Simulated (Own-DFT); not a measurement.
# Stretching a layer in its plane: diamond-structure SiGeSn with randomly placed atoms, 64 atoms (Ge48Si8Sn8)

Source: density functional calculations with Own-DFT, an unreviewed in-house program that is no longer used. Nothing was measured or relaxed, and spin and spin-orbit coupling are left out.

Settings: PBE; PseudoDojo norm-conserving scalar-relativistic files; cutoff 49 hartree; 3 x 3 x 3 k mesh centred on Gamma; Fermi-Dirac smearing of 0.1 eV.

Keep in mind: forces on such cells moved up to 12 meV/angstrom on a denser k mesh; stress not checked against mesh or cutoff.

Unstrained cell vectors in Å: (11.467, 0.000, 0.000); (0.000, 11.467, 0.000); (0.000, 0.000, 11.467). The unstrained cell has measured lattice constants (interpolated for alloys), not those of this functional. That, the random moves and any unrelaxed bonds set the pressure at no strain. Each run strains x and y alike by e, as a substrate would, and holds the height along z. All atoms carry random offsets, Gaussian with a width of 0.05 Å per axis. The random placing of the alloy's atoms differs from row to row. Stress is positive in tension.

| e (%) | u (Å) | (s_xx + s_yy)/2 (GPa) | s_zz (GPa) |
|---|---|---|---|
| -3.00 | 0.051 | -11.13 | -9.52 |
| -2.50 | 0.048 | -9.97 | -8.52 |
| -2.25 | 0.046 | -9.37 | -8.09 |
| -1.75 | 0.049 | -8.25 | -6.84 |
| -0.75 | 0.048 | -6.12 | -5.69 |
| 0.50 | 0.052 | -4.09 | -4.44 |
| 1.25 | 0.048 | ? | ? |
| 1.50 | 0.049 | -2.81 | -3.58 |
| 2.25 | 0.047 | -1.21 | -2.39 |
| 2.75 | 0.052 | -0.65 | -2.23 |

## What the rows give

With e as a fraction, the in-plane stress is -4.9 + 178 e - 890 e² GPa (errors 3 and 216, scatter 0.18), and s_zz is -4.8 + 121 e - 1012 e² GPa (slope ± 4, scatter 0.26). At e = 0 the first slope is C11 + C12 and the second 2 C12, both with the ions held to the strained lattice and at the cell's own pressure. The term in e² is negative: the layer stiffens under compression and softens under tension. A free layer would change its height as e changes, and the in-plane slope would drop by 2 C12²/C11 to the biaxial modulus. At fixed height, a misfit of 1 % moves the in-plane stress by about 1.8 GPa and s_zz by 1.2 GPa.

## Withheld run

The question: what are the two stresses at e = 1.25 %?

The fitted form gives -2.8 and -3.5 GPa. The run itself gave -3.00 and -3.69 GPa.
